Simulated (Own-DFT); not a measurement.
# PBE and PBEsol under strain: C40 NbSi2, 36 atoms (Nb12Si24)

The numbers are computed, not measured, by runs of the plane-wave DFT program Own-DFT (in-house, retired, unreviewed) at fixed positions, with no spin and no spin-orbit coupling.

Caveats: forces on such cells failed a check on a denser k mesh; stress not checked against mesh or cutoff.

Each geometry was run with PBE and with PBEsol, otherwise alike: PseudoDojo norm-conserving scalar-relativistic files made for PBE; cutoff 42 hartree; 4 x 4 x 5 k mesh centred on Gamma; cold (Marzari-Vanderbilt) smearing of 0.2 eV. Unstrained cell vectors in Å: (0.000, 8.324, 0.000); (-9.613, 0.000, 0.000); (0.000, 0.000, 6.586). Each has a uniform strain, of which the change of volume is shown, and random moves of rms u per axis.

```
run,volume change (%),u (Å),P with PBE (GPa),P with PBEsol (GPa)
1,3.06,0.0531,-2.28,-5.80
2,2.50,0.0488,-1.70,-5.25
3,2.13,0.0527,-0.42,-3.98
4,-1.84,0.0523,6.34,2.62
5,3.76,0.0545,-2.59,-6.08
6,-1.35,0.0519,5.67,1.95
7,3.35,0.0471,-2.42,-5.94
8,-1.39,0.0488,5.40,1.68
9,1.92,0.0473,-0.91,-4.47
10,-0.73,0.0493,4.42,0.74
11,1.46,0.0442,-0.12,?
```

Question: by how much does PBEsol shrink this cell, and what belongs in the blank?

## Working it out

Write v for the change of volume as a fraction. Fitted to v and u², the PBE pressure has a slope of -172 ± 6 GPa in v, with the ions held to the strained lattice. The difference PBEsol less PBE is -3.65 + 4.3 v GPa (slope ± 0.1) and averages -3.60 GPa. Divided by the mean slope of the two, 169 GPa, that makes PBEsol's volume at a given pressure, near -1 GPa, about 2.1 % smaller, or 0.71 % in lengths. At one volume PBEsol's slope is the smaller by 4 GPa, but its pressure there is lower too. If stiffness rises by about 4 GPa for each GPa, PBEsol at equal pressure is stiffer by about 10 GPa. Files made for PBEsol would give a different shift.

For run 11 the line gives -3.71 GPa. DFT gave -3.72 GPa.
